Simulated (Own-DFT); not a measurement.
# A layer strained by its substrate: wurtzite AlGaN with randomly placed atoms, 72 atoms (Al27Ga9N36)

No measurement is shown. These are fixed-geometry runs of a retired plane-wave code named Own-DFT, which no person has reviewed; spin and spin-orbit coupling are neglected.

Common settings: PBE; PseudoDojo norm-conserving scalar-relativistic files (stringent for Ga); cutoff 96 hartree; 4 x 4 x 3 k mesh centred on Gamma; Gaussian smearing of 0.01 eV.

Limits: forces on such cells passed a denser k mesh, each cell not checked; stress not checked against mesh or cutoff.

Unstrained cell vectors in Å: (9.394, 0.000, 0.000); (-4.697, 8.135, 0.000); (0.000, 0.000, 10.066). The unstrained cell has measured lattice constants (interpolated for alloys), not those of this functional. That, the random moves and any unrelaxed bonds set the pressure at no strain. Each run strains x and y alike by e, as a substrate would, and holds the height along z. Each atom got a random Gaussian move of width 0.05 Å along each axis. The random placing of the alloy's atoms differs from row to row. Stress is positive in tension.

```
e (%)  u (Å)  (s_xx + s_yy)/2 (GPa)  s_zz (GPa)
-3.00  0.051                 -25.34      -12.64
-2.00  0.044                 -18.42      -10.02
-1.75  0.048                      ?           ?
-1.50  0.050                 -16.14       -7.69
-0.75  0.049                 -10.47       -8.09
-0.50  0.051                  -9.69       -6.80
-0.25  0.050                  -6.52       -9.06
 0.75  0.053                  -2.65       -5.42
 1.75  0.049                   2.67       -2.80
 2.25  0.049                   5.82       -4.54
```

## What the rows give

With e as a fraction, the in-plane stress is -6.3 + 572 e - 2129 e² GPa (errors 15 and 887, scatter 0.70), and s_zz is -6.9 + 160 e GPa (slope ± 25, scatter 1.24). At e = 0 the first slope is C11 + C12 and the second 2 C13, both with the ions held to the strained lattice and at the cell's own pressure. A free layer would change its height as e changes, and the in-plane slope would drop by 2 C13²/C33 to the biaxial modulus. At fixed height, a misfit of 1 % moves the in-plane stress by about 5.7 GPa and s_zz by 1.6 GPa.

## Test on the hidden row

Q: what are the two stresses at e = -1.75 %?

The fit gives -17.0 and -9.7 GPa. DFT gave -17.25 and -9.08 GPa.
